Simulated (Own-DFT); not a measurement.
# Computed records: SiC (4H silicon carbide, atoms displaced)

All values are calculated (Own-DFT development build). A calculation, not a measurement: plane-wave PBE density functional theory by an unreviewed code, no spin, of a simulated periodic cell, stress positive in tension, free energy of the whole cell less one offset for each atom, forces on such cells passed a denser k mesh, this cell's mesh not checked; offsets are fitted by least squares, one for each functional and potential file, so energies compare only between cells with the same atoms and settings and are not formation energies; the far tail of each file's local potential was reset to the Coulomb form; each entry is a single point on an unrelaxed cell, so the pressure reflects the starting lattice, mostly measured values (interpolated for alloys), from which strain is counted, and rises with the displacements; printed positions are rounded, which can move forces by about a meV/angstrom; the program, named Own-DFT, is a retired in-house code; no spin-orbit coupling.

Common to all runs: functional PBE; potential files PseudoDojo norm-conserving, scalar-relativistic, standard set; wave cutoff 42 hartree; occupations Fermi-Dirac; smearing width 0.1 eV; hardware one NVIDIA H100; k mesh 4 x 4 x 3 centred on Gamma.

(1) SiC (4H silicon carbide, atoms displaced)

```
cell vectors (Å)
   9.2481     0.0000     0.0000
  -4.6241     8.0091     0.0000
   0.0000     0.0000    10.0681
atoms (fractions of the cell vectors)
Si  0.00322  0.00799  0.40625
Si  0.12816  0.23312  0.16736
C   0.99209  0.99627  0.10329
C   0.11088  0.22604  0.34594
Si  0.99766  0.33247  0.40248
Si  0.10131  0.55471  0.16174
C   0.00153  0.34668  0.08931
C   0.10969  0.54569  0.34588
Si  0.01445  0.67988  0.40871
Si  0.10245  0.88833  0.14531
C   0.99742  0.66282  0.08946
C   0.10350  0.88216  0.35291
Si  0.33949  0.00290  0.41754
Si  0.43857  0.21448  0.15711
C   0.32563  0.00507  0.09667
C   0.44349  0.21242  0.33642
Si  0.33144  0.32529  0.39924
Si  0.43757  0.55564  0.15643
C   0.34267  0.33860  0.09916
C   0.43305  0.55041  0.33167
Si  0.32756  0.66171  0.41094
Si  0.44445  0.88799  0.15732
C   0.33396  0.65964  0.10188
C   0.44206  0.89790  0.33657
Si  0.67803  0.00542  0.41680
Si  0.77977  0.22151  0.16431
C   0.68904  0.01074  0.09642
C   0.78866  0.22833  0.35374
Si  0.66723  0.33278  0.40197
Si  0.78031  0.55084  0.16088
C   0.66087  0.32543  0.09319
C   0.76357  0.53976  0.33739
Si  0.65062  0.65408  0.40521
Si  0.78128  0.88580  0.15758
C   0.67515  0.67683  0.08824
C   0.78948  0.89371  0.33996
Si  0.01127  0.00654  0.89967
Si  0.88245  0.76992  0.66171
C   0.00222  0.99398  0.60100
C   0.89519  0.78247  0.83883
Si  0.00091  0.66310  0.90227
Si  0.88121  0.43078  0.64560
C   0.00835  0.66604  0.58594
C   0.89583  0.43092  0.83939
Si  0.99538  0.33308  0.89697
Si  0.88404  0.10479  0.65941
C   0.99073  0.33192  0.58307
C   0.88553  0.11486  0.83677
Si  0.67857  0.99533  0.89484
Si  0.55644  0.77946  0.66301
C   0.66851  0.99672  0.59296
C   0.54374  0.76503  0.84025
Si  0.66329  0.66569  0.89701
Si  0.55259  0.44456  0.65801
C   0.69001  0.67814  0.59398
C   0.55958  0.44203  0.83591
Si  0.66830  0.34077  0.90763
Si  0.54663  0.11091  0.66332
C   0.68179  0.34869  0.59454
C   0.56422  0.11674  0.84619
Si  0.33410  0.00713  0.89938
Si  0.21491  0.77585  0.66204
C   0.34412  0.00571  0.58138
C   0.22133  0.77970  0.84333
Si  0.34158  0.67247  0.91609
Si  0.22939  0.44556  0.66414
C   0.33454  0.65728  0.59845
C   0.22334  0.43226  0.84311
Si  0.32922  0.32853  0.90664
Si  0.21998  0.10381  0.66365
C   0.33477  0.33091  0.59427
C   0.21635  0.11330  0.84204
```

| Quantity | Value |
| --- | --- |
| free energy of cell above offsets | -2.104 eV |
| pressure | 6.89 GPa |
| stress xx | -6.07 GPa |
| stress yy | -4.53 GPa |
| stress zz | -10.07 GPa |
| stress yz | 0.26 GPa |
| stress xz | -1.35 GPa |
| stress xy | -0.79 GPa |
| wall time | 354.2 s |

Force:
```tsv
element	x (eV/Å)	y (eV/Å)	z (eV/Å)
Si	0.832	-1.913	1.037
Si	-2.744	-1.235	-2.809
C	1.92	2.722	-2.807
C	0.722	-0.359	0.619
Si	1.437	0.651	1.284
Si	1.665	0.392	-0.815
C	1.112	-2.068	0.608
C	-1.09	2.311	-0.249
Si	-1.167	-3.942	-0.742
Si	1.099	-0.62	2.592
C	-0.173	0.668	0.25
C	0.847	3.546	-2.219
Si	-1.218	-0.993	-6.917
Si	0.953	1.515	-0.621
C	1.227	-1.982	-2.215
C	-0.53	0.987	2.305
Si	0.337	0.905	1.266
Si	3.338	0.464	-1.36
C	-0.492	-0.876	-1.449
C	0.747	0.077	3.943
Si	0.402	0.906	-1.036
Si	0.512	1.064	-1.061
C	-2.582	1.997	-1.573
C	1.813	-1.358	3.063
Si	-0.822	-1.069	-3.407
Si	0.338	0.748	-1.336
C	-2.405	-2.074	-1.403
C	-2.301	-1.757	-1.708
Si	0.058	-0.847	1.2
Si	-1.673	0.067	-2.349
C	0.238	0.727	0.383
C	0.598	2.794	1.833
Si	2.033	1.766	-0.633
Si	-1.39	0.554	0.111
C	-0.554	-2.493	-0.021
C	-1.946	-1.308	1.769
Si	-3.526	-1.615	2.245
Si	4.343	2.129	-1.683
C	-0.846	0.75	-0.874
C	-0.454	-0.902	1.767
Si	-0.364	-0.846	0.106
Si	2.742	3.425	2.082
C	-1.471	-0.588	2.685
C	-4.826	3.576	-1.428
Si	3.331	-1.141	2.973
Si	1.115	1.294	-2.468
C	2.913	-1.199	2.042
C	2.579	-0.528	1.099
Si	-2.779	0.189	3.177
Si	0.52	-0.792	-2.969
C	-1.341	-0.012	2.351
C	1.462	2.184	1.114
Si	1.419	-0.056	1.853
Si	1.569	0.615	-2.103
C	-5.925	-3.342	-1.061
C	-1.347	0.255	2.271
Si	1.983	-1.191	0.027
Si	2.665	1.451	-1.635
C	-4.781	-3.556	-1.465
C	-1.058	-1.124	-0.055
Si	0.882	-0.635	2.092
Si	1.952	-0.19	-2.093
C	-1.394	-1	7.516
C	0.782	0.34	1.051
Si	-2.025	-1.965	-0.646
Si	-1.262	-1.541	-2.277
C	-0.537	1.852	-0.261
C	-1.493	1.962	1.312
Si	1.375	0.983	0.881
Si	-0.141	1.153	-3.127
C	-0.077	-0.333	-0.526
C	2.874	0.431	0.494
```

(2) SiC (4H silicon carbide, atoms displaced)

```
cell vectors (Å)
   9.2481     0.0000     0.0000
  -4.6241     8.0091     0.0000
   0.0000     0.0000    10.0681
atoms (fractions of the cell vectors)
Si  0.00953  0.01408  0.41256
Si  0.11917  0.22462  0.15316
C   0.98518  0.99085  0.08928
C   0.10834  0.21795  0.32914
Si  0.99303  0.32871  0.41294
Si  0.09665  0.54818  0.16696
C   0.99080  0.32545  0.09384
C   0.09929  0.55803  0.34387
Si  0.00348  0.66850  0.41695
Si  0.11495  0.88270  0.15031
C   0.99145  0.66895  0.08984
C   0.11968  0.88898  0.34235
Si  0.33055  0.99064  0.40214
Si  0.44780  0.23486  0.16835
C   0.34275  0.01506  0.08830
C   0.43747  0.23147  0.33586
Si  0.33657  0.33659  0.39701
Si  0.44850  0.55919  0.15334
C   0.32914  0.33549  0.09539
C   0.45148  0.55715  0.34943
Si  0.34081  0.66838  0.40777
Si  0.44976  0.88077  0.15396
C   0.32846  0.66551  0.10295
C   0.44978  0.90393  0.34012
Si  0.67365  0.99091  0.41124
Si  0.77118  0.22724  0.15545
C   0.67086  0.01276  0.09517
C   0.77901  0.22146  0.34946
Si  0.66281  0.32737  0.40128
Si  0.77249  0.55433  0.15010
C   0.66350  0.32839  0.08510
C   0.77422  0.55009  0.34302
Si  0.65733  0.66173  0.40580
Si  0.77377  0.87494  0.15496
C   0.66645  0.66291  0.08524
C   0.76638  0.86886  0.35744
Si  0.99513  0.99943  0.90290
Si  0.89459  0.78713  0.66657
C   0.00319  0.00472  0.59191
C   0.87627  0.76924  0.84597
Si  0.00267  0.67827  0.90475
Si  0.88349  0.44945  0.65875
C   0.01086  0.67215  0.58338
C   0.89913  0.44719  0.83268
Si  0.00549  0.34023  0.91038
Si  0.88472  0.10622  0.65175
C   0.99177  0.33546  0.59672
C   0.89418  0.10533  0.84406
Si  0.67192  0.00722  0.90048
Si  0.54812  0.78315  0.66353
C   0.66313  0.99834  0.59313
C   0.55534  0.77863  0.85488
Si  0.66367  0.67197  0.90994
Si  0.55335  0.43427  0.66425
C   0.65850  0.65776  0.59323
C   0.56224  0.44067  0.84273
Si  0.67058  0.32491  0.90193
Si  0.55920  0.11084  0.66202
C   0.65000  0.32471  0.58983
C   0.55594  0.10903  0.83531
Si  0.33827  0.99486  0.89624
Si  0.22211  0.77492  0.65901
C   0.33266  0.99300  0.58682
C   0.21995  0.77551  0.85459
Si  0.34418  0.66109  0.89973
Si  0.23397  0.45085  0.65360
C   0.32808  0.66818  0.59128
C   0.20942  0.43050  0.83817
Si  0.34382  0.33617  0.90215
Si  0.21758  0.10647  0.64943
C   0.34830  0.34242  0.60777
C   0.22213  0.11332  0.85284
```

| Quantity | Value |
| --- | --- |
| free energy of cell above offsets | -2.876 eV |
| pressure | 6.1 GPa |
| stress xx | -5.7 GPa |
| stress yy | -3.71 GPa |
| stress zz | -8.9 GPa |
| stress yz | 0.28 GPa |
| stress xz | 0.55 GPa |
| stress xy | -0.46 GPa |
| wall time | 357.6 s |

Force:
```tsv
element	x (eV/Å)	y (eV/Å)	z (eV/Å)
Si	0.452	-3.257	-2.703
Si	-2.749	-1.983	-1.789
C	2.319	0.972	0.696
C	-0.286	1.488	4.107
Si	0.473	1.328	-1.362
Si	0.613	0.657	-2.744
C	0.635	1.478	0.379
C	2.779	-1.091	1.911
Si	-1.766	0.435	-5.421
Si	-0.798	2.222	0.462
C	1.346	-1.255	0.167
C	-2.175	-0.336	-0.004
Si	-0.56	2.148	0.132
Si	0.157	-1.902	-5.92
C	0.39	-1.858	0.415
C	2.675	-1.875	3.982
Si	-1.379	0.089	2.39
Si	-1.213	-0.606	0.827
C	1.852	1.228	-1.061
C	-2.587	-0.523	-2.122
Si	-1.911	0.764	-1.415
Si	-1.969	3.044	0.032
C	0.494	-1.343	-1.709
C	2.662	-2.597	0.468
Si	-2.568	1.153	-1.466
Si	1.619	-0.9	1.168
C	0.755	-2.757	-0.96
C	-0.429	-1.132	-0.956
Si	-0.666	0.628	0.883
Si	1.132	-0.591	1.024
C	-0.756	1.409	1.269
C	-0.076	0.625	-0.142
Si	3.302	-1.685	2.406
Si	-1.158	2.554	1.116
C	-1.099	-0.239	1.999
C	1.498	3.815	-2.76
Si	1.846	-0.67	1.61
Si	-0.85	-2.155	-3.29
C	-0.614	-0.221	0.77
C	1.22	1.945	-0.145
Si	-0.037	-2.421	0.618
Si	0.264	-0.478	-3.043
C	-1.871	-0.356	6.324
C	-1.392	0.199	3.52
Si	-0.817	-1.619	-0.772
Si	0.03	1.563	1.329
C	1.814	-0.549	-0.372
C	-2.619	1.595	-1.316
Si	0.527	-0.31	2.106
Si	2.099	-1.596	-1.345
C	0.459	-0.102	1.084
C	0.411	1.209	-2.135
Si	1.213	-2.111	-1.947
Si	0.944	2.626	-1.451
C	0.345	1.324	1.6
C	-0.369	0.837	1.716
Si	-0.366	1.561	-0.136
Si	-1.18	-0.051	-3.946
C	2.281	0.569	0.459
C	0.679	-0.144	1.943
Si	-1.799	1.799	2.765
Si	-0.661	0.529	-0.227
C	-0.166	0.814	1.626
C	1.531	-0.362	-2.532
Si	-4.103	-1.358	2.682
Si	-1.906	-1.585	0.195
C	1.277	0.088	1.11
C	2.968	2.67	0.74
Si	-1.424	-0.888	0.836
Si	1.697	1.634	2.012
C	-3.152	-2.662	-3.418
C	0.71	-1.433	-2.27
```

(3) SiC (4H silicon carbide, atoms displaced)

```
cell vectors (Å)
   9.2481     0.0000     0.0000
  -4.6241     8.0091     0.0000
   0.0000     0.0000    10.0681
atoms (fractions of the cell vectors)
Si  0.00722  0.00368  0.41177
Si  0.10825  0.21542  0.15139
C   0.00123  0.01152  0.09566
C   0.11015  0.21978  0.34600
Si  0.98476  0.31075  0.40591
Si  0.10855  0.55644  0.15064
C   0.99452  0.33543  0.08658
C   0.12564  0.56566  0.35049
Si  0.99691  0.67460  0.42371
Si  0.10730  0.88938  0.15998
C   0.98925  0.65457  0.09877
C   0.10027  0.88261  0.34448
Si  0.33973  0.01275  0.40615
Si  0.43951  0.21982  0.15387
C   0.33323  0.00675  0.10462
C   0.43620  0.21789  0.36171
Si  0.32570  0.32230  0.40184
Si  0.42986  0.54207  0.15048
C   0.34071  0.33660  0.09605
C   0.44935  0.56192  0.34798
Si  0.34175  0.67062  0.40194
Si  0.44565  0.87607  0.15629
C   0.33389  0.66040  0.09439
C   0.46267  0.89991  0.34998
Si  0.66718  0.99175  0.39837
Si  0.78710  0.23388  0.15875
C   0.67677  0.01701  0.09114
C   0.77284  0.21914  0.34636
Si  0.68265  0.33846  0.40569
Si  0.77046  0.55798  0.15503
C   0.66696  0.33684  0.08965
C   0.79642  0.55782  0.34868
Si  0.67033  0.66914  0.40318
Si  0.78562  0.88081  0.15822
C   0.66094  0.65593  0.09398
C   0.78452  0.88727  0.34294
Si  0.99951  0.99539  0.91911
Si  0.88854  0.77714  0.65048
C   0.97909  0.98856  0.60089
C   0.89034  0.78415  0.84531
Si  0.99372  0.65143  0.90723
Si  0.88816  0.44853  0.66030
C   0.99313  0.68046  0.59346
C   0.89794  0.45095  0.84640
Si  0.00055  0.33717  0.90722
Si  0.88068  0.10542  0.65882
C   0.99505  0.33829  0.59292
C   0.89795  0.12410  0.83685
Si  0.66492  0.99720  0.90607
Si  0.53502  0.77373  0.65851
C   0.66687  0.00483  0.59598
C   0.55449  0.77797  0.84143
Si  0.67053  0.66532  0.90714
Si  0.56673  0.45338  0.65934
C   0.66466  0.67145  0.60108
C   0.55695  0.44572  0.84472
Si  0.66400  0.34353  0.89989
Si  0.57107  0.11822  0.66657
C   0.66275  0.33006  0.58748
C   0.53762  0.11132  0.84006
Si  0.33948  0.00144  0.91136
Si  0.21545  0.78209  0.65698
C   0.33946  0.00569  0.60291
C   0.21795  0.78112  0.84691
Si  0.33403  0.67514  0.90386
Si  0.23249  0.44886  0.65074
C   0.31539  0.65537  0.58088
C   0.22679  0.45172  0.84852
Si  0.33688  0.33265  0.90412
Si  0.23242  0.12255  0.64944
C   0.34562  0.33406  0.59098
C   0.22411  0.10268  0.84185
```

| Quantity | Value |
| --- | --- |
| free energy of cell above offsets | -2.776 eV |
| pressure | 6.16 GPa |
| stress xx | -5.23 GPa |
| stress yy | -7.63 GPa |
| stress zz | -5.63 GPa |
| stress yz | -0.76 GPa |
| stress xz | 0.29 GPa |
| stress xy | 0.48 GPa |
| wall time | 351.8 s |

Force:
```tsv
element	x (eV/Å)	y (eV/Å)	z (eV/Å)
Si	-1.065	-1.174	0.297
Si	-0.536	3.593	1.398
C	1.157	-3.581	0.416
C	-0.405	-0.622	-1.119
Si	0.922	4.462	1.021
Si	0.544	-0.191	2.764
C	2.039	0.149	1.769
C	-2.349	-1.781	-1.496
Si	3.329	-0.694	-4.749
Si	0.578	-0.78	-0.284
C	-0.068	2.388	-1.518
C	1.518	1.702	0.769
Si	0.668	-4.498	1.816
Si	1.711	1.255	1.985
C	0.729	-2.885	-1.607
C	2.314	3.146	-4.2
Si	0.114	3.349	1.502
Si	1.657	2.895	2.538
C	-1.599	-2.644	-1.285
C	0.665	-1.986	-1.73
Si	-0.832	0.398	-0.145
Si	-0.254	3.026	0.912
C	-1.27	0.626	-1.199
C	-3.621	-2.313	-1.921
Si	1.412	1.96	2.384
Si	-1.716	-1.029	-0.705
C	0.26	-2.968	0.591
C	1.128	-0.857	-1.483
Si	-2.864	-0.306	0.527
Si	2.332	-1.736	1.403
C	-0.408	-0.285	0.789
C	-3.542	-0.602	-1.168
Si	0.536	-1.121	1.463
Si	-2.672	1.04	-0.546
C	-1.406	1.823	-0.361
C	-0.075	0.401	0.021
Si	0.034	1.588	-4.196
Si	-3.224	0.978	3.252
C	2.706	3.105	-2.149
C	0.636	-1.784	0.323
Si	-0.88	4.775	1.285
Si	0.094	-0.14	-1.392
C	3.02	-2.393	2.727
C	-1.767	-2.704	-1.465
Si	1.054	-0.454	-1.422
Si	0.343	1.531	-0.645
C	1.424	-1.236	0.212
C	-0.473	-1.929	2.704
Si	0.249	1.836	-0.466
Si	1.818	0.781	-1.353
C	-0.037	-1.68	-0.788
C	-0.11	-0.077	1.269
Si	-0.748	0.816	-0.623
Si	-0.635	-1.048	-1.465
C	-0.381	-0.17	-1.434
C	-0.802	0.99	-0.616
Si	2.176	-2.157	1.573
Si	-2.542	-0.654	-3.004
C	1.217	1.473	2.418
C	4.352	1.609	1.907
Si	-2.865	-0.835	0.373
Si	0.806	0.22	-0.181
C	0.155	-0.526	-1.925
C	0.591	-0.802	0.076
Si	0.415	-0.946	0.368
Si	-1.512	-1.886	0.791
C	0.64	2.492	2.786
C	0.336	-0.487	-0.981
Si	-1.038	-0.744	-0.134
Si	-0.879	-2.594	2.124
C	-1.782	1.353	0.102
C	-1.323	1.541	1.1
```

(4) SiC (4H silicon carbide, atoms displaced)

```
cell vectors (Å)
   9.2481     0.0000     0.0000
  -4.6241     8.0091     0.0000
   0.0000     0.0000    10.0681
atoms (fractions of the cell vectors)
Si  0.99154  0.99603  0.40777
Si  0.11043  0.22968  0.16100
C   0.00275  0.99409  0.10089
C   0.10740  0.21226  0.34286
Si  0.00423  0.33879  0.41117
Si  0.12251  0.57237  0.14397
C   0.00622  0.33665  0.09063
C   0.11465  0.56961  0.34479
Si  0.00096  0.67174  0.40373
Si  0.11645  0.89450  0.16303
C   0.00506  0.68130  0.10502
C   0.11218  0.88126  0.35294
Si  0.32781  0.99384  0.40327
Si  0.45443  0.23421  0.15745
C   0.32676  0.99642  0.09544
C   0.44538  0.22126  0.33810
Si  0.33555  0.33261  0.40250
Si  0.44932  0.56217  0.16122
C   0.31653  0.32504  0.09432
C   0.43173  0.55245  0.33923
Si  0.32891  0.66548  0.41289
Si  0.43981  0.89664  0.16028
C   0.32327  0.66824  0.10495
C   0.43889  0.87849  0.34578
Si  0.66879  0.00688  0.41144
Si  0.78199  0.22030  0.16465
C   0.67049  0.00175  0.08685
C   0.77893  0.22298  0.34264
Si  0.66414  0.32379  0.40003
Si  0.79089  0.57420  0.16500
C   0.66122  0.32329  0.09004
C   0.76151  0.54992  0.36360
Si  0.66364  0.66594  0.40483
Si  0.78110  0.88799  0.15197
C   0.67205  0.66787  0.09952
C   0.76862  0.88521  0.33959
Si  0.99710  0.99745  0.90632
Si  0.88480  0.78268  0.65510
C   0.98764  0.99376  0.60030
C   0.88370  0.77402  0.85043
Si  0.00786  0.67930  0.91140
Si  0.88189  0.45328  0.65177
C   0.00041  0.66009  0.57835
C   0.88919  0.44591  0.84475
Si  0.99920  0.32146  0.90263
Si  0.88354  0.10303  0.64954
C   0.00290  0.33206  0.57964
C   0.89567  0.11864  0.85180
Si  0.67322  0.00147  0.90904
Si  0.55728  0.77568  0.65044
C   0.65265  0.00097  0.59963
C   0.55856  0.77976  0.83836
Si  0.67096  0.66536  0.91606
Si  0.57182  0.44165  0.65789
C   0.65986  0.65816  0.59939
C   0.55462  0.44758  0.83989
Si  0.67723  0.33965  0.90359
Si  0.56088  0.11212  0.66392
C   0.66711  0.33943  0.58732
C   0.55987  0.11246  0.84795
Si  0.31997  0.98558  0.89440
Si  0.22438  0.78387  0.65565
C   0.33523  0.00140  0.59424
C   0.22410  0.77835  0.85278
Si  0.33548  0.65980  0.90672
Si  0.20926  0.42733  0.65575
C   0.32298  0.66052  0.59872
C   0.23475  0.44884  0.83499
Si  0.33356  0.32163  0.91530
Si  0.22925  0.11044  0.65547
C   0.33608  0.32789  0.59096
C   0.22876  0.11182  0.83458
```

| Property | Result |
| --- | --- |
| free energy of cell above offsets | -3.812 eV |
| pressure | 5.95 GPa |
| stress xx | -5.25 GPa |
| stress yy | -5.89 GPa |
| stress zz | -6.7 GPa |
| stress yz | 0.05 GPa |
| stress xz | 1.27 GPa |
| stress xy | 0.54 GPa |
| wall time | 353.8 s |

Force:
```tsv
element	x (eV/Å)	y (eV/Å)	z (eV/Å)
Si	0.769	-0.505	-0.107
Si	-0.322	-2.098	-0.373
C	-1.069	1.661	-1.273
C	-0.464	1.456	1.023
Si	0.266	0.473	-4.512
Si	-3.712	-3.994	3.757
C	-1.327	0.637	0.456
C	0.153	-2.399	-1.131
Si	-0.514	-2.326	-0.38
Si	0.023	0.56	0.564
C	0.529	-1.307	-2.04
C	-2.308	2.403	-1.427
Si	1.34	0.886	0.801
Si	-1.651	-2.339	-1.3
C	0.4	1.809	-0.91
C	-0.044	-0.595	1.219
Si	-0.447	-0.469	0.652
Si	-1.58	-0.996	-1.412
C	3.136	2.185	0.632
C	1.503	0.183	2.026
Si	-0.253	-0.416	-0.43
Si	1.565	-0.792	-0.799
C	5.775	2.35	-3.465
C	0.297	2.489	0.392
Si	-0.79	-1.627	-0.93
Si	-0.379	0.451	-3.349
C	-0.244	-0.535	2.756
C	0.738	-0.025	1.424
Si	-1.168	1.187	1.018
Si	-0.428	-3.396	0.603
C	1.55	2.631	0.888
C	2.993	0.571	-3.608
Si	-2.065	-0.065	1.332
Si	-1.006	1.008	0.635
C	-1.107	-0.277	-0.326
C	0.645	0.549	1.158
Si	1.094	0.5	0.642
Si	0.928	-2.697	0.598
C	1.939	1.017	-1.725
C	0.947	0.997	-1.228
Si	-0.684	-1.969	0.141
Si	2.446	-1.023	0.377
C	-0.897	2.308	4.292
C	1.512	1.065	-0.628
Si	0.011	4.887	0.979
Si	-1.349	2	1.611
C	-1.753	-1.183	5.066
C	0.025	-3.617	-2.74
Si	-1.172	-0.311	-1.471
Si	-1.663	-1.06	1.434
C	3.604	-0.863	-1.712
C	0.491	-0.008	1.832
Si	-1.623	-0.442	-2.089
Si	-4.855	0.491	0.129
C	0.441	1.587	-1.671
C	1.337	-0.754	2.208
Si	-1.952	-1.124	0.803
Si	-2.476	1.313	-0.067
C	2.196	-2.771	0.073
C	-0.458	-0.311	-0.241
Si	1.841	4.269	3.116
Si	-0.215	-1.834	0.04
C	0.555	0.045	-0.334
C	0.174	-2.613	-2.373
Si	-0.041	1.287	0.177
Si	1.93	2.066	-0.92
C	1.318	0.236	-0.34
C	-1.158	-2.318	2.317
Si	-0.471	1.667	-2.679
Si	-1.43	0.438	-1.196
C	-0.101	0.49	-0.11
C	-1.292	-1.093	2.128
```
